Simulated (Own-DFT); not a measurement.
# Computed records: Si$_{3}$N$_{4}$ (beta silicon nitride, strained, atoms displaced)

Computed with Own-DFT development build. A calculation, not a measurement: plane-wave PBE density functional theory by an unreviewed code, no spin, of a simulated periodic cell, stress positive in tension, free energy of the whole cell less one offset for each atom, forces on such cells passed a denser k mesh, this cell's mesh not checked; offsets are fitted by least squares, one for each functional and potential file, so energies compare only between cells with the same atoms and settings and are not formation energies; the far tail of each file's local potential was reset to the Coulomb form; each entry is a single point on an unrelaxed cell, so the pressure reflects the starting lattice, mostly measured values (interpolated for alloys), from which strain is counted, and rises with the displacements; printed positions are rounded, which can move forces by about a meV/angstrom; the program, named Own-DFT, is a retired in-house code; no spin-orbit coupling.

Si$_{3}$N$_{4}$ (beta silicon nitride, strained, atoms displaced)

```
Si3N4
1.0
      7.5562     0.1067     0.0620
     -3.6858     6.5191     0.0870
      0.0712     0.1563     8.7500
Si N Si N Si N
6 8 6 8 6 8
Direct
  0.18112 0.76291 0.08358
  0.23556 0.40376 0.08068
  0.58841 0.83073 0.07692
  0.84235 0.22787 0.25289
  0.76612 0.59713 0.25642
  0.40421 0.17870 0.24495
  0.33715 0.02874 0.08689
  0.95725 0.28981 0.08120
  0.70202 0.66550 0.08327
  0.66064 0.96160 0.25219
  0.03204 0.69589 0.23402
  0.30208 0.33410 0.24959
  0.32587 0.66324 0.08339
  0.66456 0.32779 0.24240
  0.18106 0.77684 0.43219
  0.22809 0.41170 0.41986
  0.58129 0.81573 0.40678
  0.82684 0.22494 0.58056
  0.77120 0.58862 0.59220
  0.40601 0.18135 0.57993
  0.32578 0.01710 0.41250
  0.95542 0.28079 0.42116
  0.69865 0.67759 0.42332
  0.66274 0.97147 0.58603
  0.03497 0.69625 0.59062
  0.29752 0.32358 0.57523
  0.33714 0.67038 0.42401
  0.65544 0.32993 0.58881
  0.17086 0.77136 0.74783
  0.23502 0.40609 0.75181
  0.59897 0.83487 0.73880
  0.82578 0.22641 0.92017
  0.76125 0.59958 0.91348
  0.40331 0.17927 0.91527
  0.35124 0.03949 0.74455
  0.98114 0.29915 0.74699
  0.70338 0.68096 0.75678
  0.66169 0.95708 0.92063
  0.03232 0.69982 0.92919
  0.30354 0.32990 0.92604
  0.31915 0.66642 0.75304
  0.66708 0.33502 0.91623
```

| Quantity | Value |
| --- | --- |
| functional | PBE |
| potential files | PseudoDojo norm-conserving, scalar-relativistic, standard set |
| wave cutoff | 42 hartree |
| occupations | Fermi-Dirac |
| smearing width | 0.1 eV |
| k mesh | 3 x 3 x 3 centred on Gamma |
| free energy of cell above offsets | -1.572 eV |
| pressure | 10.91 GPa |
| stress xx | -12.27 GPa |
| stress yy | -9.45 GPa |
| stress zz | -10.99 GPa |
| stress yz | 8.54 GPa |
| stress xz | 2.6 GPa |
| stress xy | 5.56 GPa |

Force:
```tsv
element	x (eV/Å)	y (eV/Å)	z (eV/Å)
Si	-3.234	2.643	-1.113
Si	-2.633	0.833	1.823
Si	0.921	-3.505	4.557
Si	-4.959	-1.402	-0.875
Si	1.867	-0.987	-1.887
Si	2.53	-1.653	0.443
N	-0.372	0.312	-1.247
N	3.935	1.208	0.054
N	-2.676	1.313	0.826
N	0.535	1.753	-2.535
N	-1.824	-0.728	6.498
N	-1.786	0.685	0.909
N	4.482	-1.316	-0.037
N	0.527	0.767	1.502
Si	-1.006	-2.864	-4.623
Si	0.235	-1.153	-1.43
Si	0.967	2.333	3.049
Si	-2.301	0.07	3.793
Si	-1.397	0.95	-0.877
Si	1.767	-2.933	-1.336
N	-0.103	5.335	1.12
N	3.774	2.513	-1.998
N	2.675	-1.645	0.549
N	0.155	0.665	-4.202
N	-2.609	-1	-0.349
N	-2.314	1.896	1.751
N	-2.073	-2.224	-0.01
N	3.098	1.24	-0.516
Si	-0.394	1.508	3.941
Si	0.062	0.786	-0.443
Si	-2.648	-2.271	4.994
Si	-1.336	-0.177	-1.641
Si	3.625	-1.099	3.649
Si	3.996	-2.36	0.338
N	-1.723	-1.547	1.508
N	-2.143	-1.689	0.179
N	0.388	-0.664	-3.083
N	0.271	3.863	-4.963
N	-1.283	0.084	-3.784
N	-1.43	0.893	-3.355
N	4.609	-0.383	-0.496
N	-0.175	-0.049	-0.684
```
